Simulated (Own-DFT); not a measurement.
# Shaking the atoms of zincblende GaP, 64 atoms (Ga32P32)

All numbers below are calculated, not measured. They come from Own-DFT, an in-house plane-wave density functional program, since retired, whose code no person has reviewed. Each row is one single-point run on a periodic cell that was not relaxed, without spin or spin-orbit coupling.

Settings of every run: PBE; PseudoDojo norm-conserving scalar-relativistic files; cutoff 42 hartree; 3 x 3 x 3 k mesh centred on Gamma; Fermi-Dirac smearing of 0.1 eV.

Known limits, some of them of some rows only: some atoms lie very close together; forces on such cells passed a denser k mesh, each cell not checked; stress not checked against mesh or cutoff.

Cell vectors in Å: (10.901, 0.000, 0.000); (0.000, 10.901, 0.000); (0.000, 0.000, 10.901). In each run every atom was moved at random and independently from its ideal site; u is the rms move along one axis. E is the free energy for each atom above the fitted value at u = 0, and F the rms of the force components.

```
run,u (Å),E (meV/atom),F (eV/Å),largest force (eV/Å),P (GPa)
1,0.0190,6.7,0.260,0.98,2.70
2,0.0202,7.6,0.285,1.01,2.72
3,0.0207,7.8,0.290,0.93,2.72
4,0.0490,47.6,0.767,2.96,3.33
5,0.0506,45.6,0.707,2.67,3.29
6,0.0526,?,?,?,?
7,0.0994,170.1,1.613,10.33,5.24
8,0.1027,228.1,1.957,10.04,6.00
9,0.1071,191.2,1.561,6.32,5.41
10,0.1506,422.0,2.638,8.67,9.01
11,0.2012,717.5,3.822,15.99,13.13
```

## Worked fit

For small independent moves the energy grows as E = (3/2) K u², with K the mean stiffness felt by one atom. The runs with u up to 0.11 Å give K = 12.4 ± 0.6 eV/Å², with residuals divided by u² + 0.0006 Å², since the noise grows with the moves. The scatter is 4.8 meV/atom at u = 0.05 Å. The forces follow F = G u with G = 15.3 eV/Å²; no force at u = 0 is resolved. G exceeds K because the moves of its neighbours add to the force on an atom, and stiffness differs between atoms. At u = 0.201 Å the parabola gives 753 meV/atom and the run 718. The pressure follows P = 2.62 + 275 u² GPa: at fixed volume, shortened bonds push harder than stretched ones pull.

## Withheld run

Question: what energy and rms force should run 6 give?

The fit gives 51 ± 6 meV/atom and about 0.81 eV/Å. The calculation gave 47.4 meV/atom and 0.750 eV/Å.
